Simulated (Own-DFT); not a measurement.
# Strain and stress in wurtzite AlN, 128 atoms (Al64N64)

These are calculations, not measurements. They come from Own-DFT, an in-house plane-wave density functional program, since retired, whose code no person has reviewed. Each row is one single-point run on a periodic cell that was not relaxed, without spin or spin-orbit coupling.

Settings of every run: PBE; PseudoDojo norm-conserving scalar-relativistic files; cutoff 42 hartree; 3 x 3 x 3 k mesh centred on Gamma; Gaussian smearing of 0.01 eV.

Known limits: k mesh not checked against a denser one; stress not checked against mesh or cutoff.

Unstrained cell vectors in Å: (12.448, 0.000, 0.000); (-6.224, 10.780, 0.000); (0.000, 0.000, 9.964). The unstrained cell has measured lattice constants (interpolated for alloys), not those of this functional. That, the random moves and any unrelaxed bonds set the pressure at no strain. Each run strains this cell uniformly, with the atoms carried along. Every atom was also moved at random, by a Gaussian of width 0.05 Å on each axis. Strain is the symmetric tensor, in per cent. Stress is positive in tension, and the pressure is minus a third of its trace.

| run | e_xx (%) | e_yy (%) | e_zz (%) | e_yz (%) | e_xz (%) | e_xy (%) | s_xx (GPa) | s_yy (GPa) | s_zz (GPa) | s_yz (GPa) | s_xz (GPa) | s_xy (GPa) | P (GPa) | E (meV/atom) |
|---|---|---|---|---|---|---|---|---|---|---|---|---|---|---|
| 1 | 0.29 | 1.24 | 1.87 | -1.35 | 0.76 | -0.36 | -2.11 | 0.62 | 3.48 | -3.54 | 1.93 | -1.84 | -0.66 | 22.0 |
| 2 | -0.34 | -0.77 | -1.54 | -1.50 | 1.35 | -0.41 | -9.40 | -11.53 | -13.98 | -4.16 | 4.21 | -1.25 | 11.64 | 38.6 |
| 3 | -1.83 | -0.54 | -0.53 | -1.92 | 0.26 | -0.77 | -18.30 | -10.04 | -9.89 | -5.61 | 1.34 | -2.09 | 12.74 | 52.1 |
| 4 | -0.67 | -1.70 | 0.88 | -0.37 | -1.63 | -1.85 | -11.08 | -14.86 | -2.98 | -1.25 | -4.57 | -8.70 | 9.64 | 45.7 |
| 5 | -0.27 | 0.31 | 0.99 | 1.28 | -1.06 | -1.65 | -6.24 | -2.42 | -1.83 | 2.78 | -2.51 | -5.28 | 3.50 | 17.3 |
| 6 | -1.51 | -1.69 | -1.65 | -0.28 | -0.04 | -0.47 | -16.50 | -17.57 | -17.00 | -0.28 | 0.30 | -1.49 | 17.02 | 52.8 |
| 7 | 0.68 | 0.94 | -0.37 | -0.48 | 0.44 | 0.07 | -1.81 | -0.91 | -4.57 | -1.28 | 0.98 | 0.34 | 2.43 | 0.0 |
| 8 | -0.02 | 1.88 | 1.13 | -0.37 | -1.50 | -1.86 | -3.04 | 3.38 | 0.68 | -0.55 | -3.31 | -5.39 | -0.34 | 20.7 |
| 9 | 1.94 | 0.07 | -0.71 | 1.34 | 1.76 | -0.86 | 2.80 | -4.01 | -7.79 | 3.96 | 4.35 | -2.91 | 3.00 | 27.6 |
| 10 | 0.43 | -1.79 | 1.97 | 0.83 | -0.83 | 0.40 | -5.55 | -12.45 | 2.54 | 1.04 | -2.78 | 1.71 | 5.15 | 35.3 |
| 11 | -0.07 | -0.28 | 0.50 | -1.20 | 1.33 | 0.32 | -6.15 | -6.49 | -3.30 | -3.10 | 3.84 | 0.52 | 5.31 | 18.6 |
| 12 | -1.08 | 0.73 | 0.48 | 0.00 | -0.63 | -0.85 | -10.35 | -3.46 | -3.64 | 0.64 | -1.59 | -2.99 | 5.82 | 28.5 |
| 13 | 0.98 | 0.14 | 0.45 | 1.89 | 0.84 | 1.00 | -0.28 | -3.99 | -3.99 | 4.81 | 2.02 | 3.37 | 2.75 | 32.3 |
| 14 | -0.84 | 1.38 | 1.68 | 1.71 | -0.37 | 0.72 | -5.69 | 0.26 | 1.69 | 4.08 | -1.00 | 2.50 | 1.25 | 15.7 |
| 15 | 1.75 | 0.43 | -0.64 | 0.94 | 0.65 | -0.16 | 1.60 | -2.24 | -6.06 | 2.71 | 1.86 | -1.23 | 2.23 | 11.8 |
| 16 | 0.98 | 1.02 | 1.10 | 0.70 | 0.91 | -0.31 | ? | ? | ? | ? | ? | ? | ? | ? |

E is the free energy for each atom above the lowest run shown.

## Worked fit

Each stress component was fitted by least squares to a constant and the strains of the runs shown, as fractions, with shears doubled. Shear strains stay in the fit of a normal stress only where such slopes are resolved. The slopes, in GPa:

| stress | at no strain | per e_xx | per e_yy | per e_zz | scatter |
|---|---|---|---|---|---|
| s_xx | -6.2 | 488 ± 23 | 142 ± 23 | 77 ± 22 | 0.90 |
| s_yy | -6.0 | 113 ± 19 | 474 ± 19 | 69 ± 19 | 0.76 |
| s_zz | -5.8 | 94 ± 21 | 76 ± 21 | 457 ± 21 | 0.85 |

Each shear stress against twice its own strain: yz 132 ± 7, xz 133 ± 8, xy 179 ± 20 GPa. These are stiffnesses along x, y and z of the frame in which the cell vectors are given, which need not be the crystal's axes. The atoms are held to the strained lattice; where symmetry lets them move under strain, relaxing them would lower some slopes. The table should be nearly symmetric about its diagonal, and what it lacks of that shows the noise. A ninth of its sum, 221 ± 5 GPa, estimates the bulk modulus near the mean pressure of these runs, 5.4 GPa, so it lies above the value at zero pressure.

## Withheld run

Question: what normal stresses and pressure should run 16 give?

The fit gives s_xx = 0.8, s_yy = 0.7, s_zz = 0.9 and P = -0.8 GPa. The calculation gave 0.95, 0.15, 1.04 and P = -0.72 GPa.
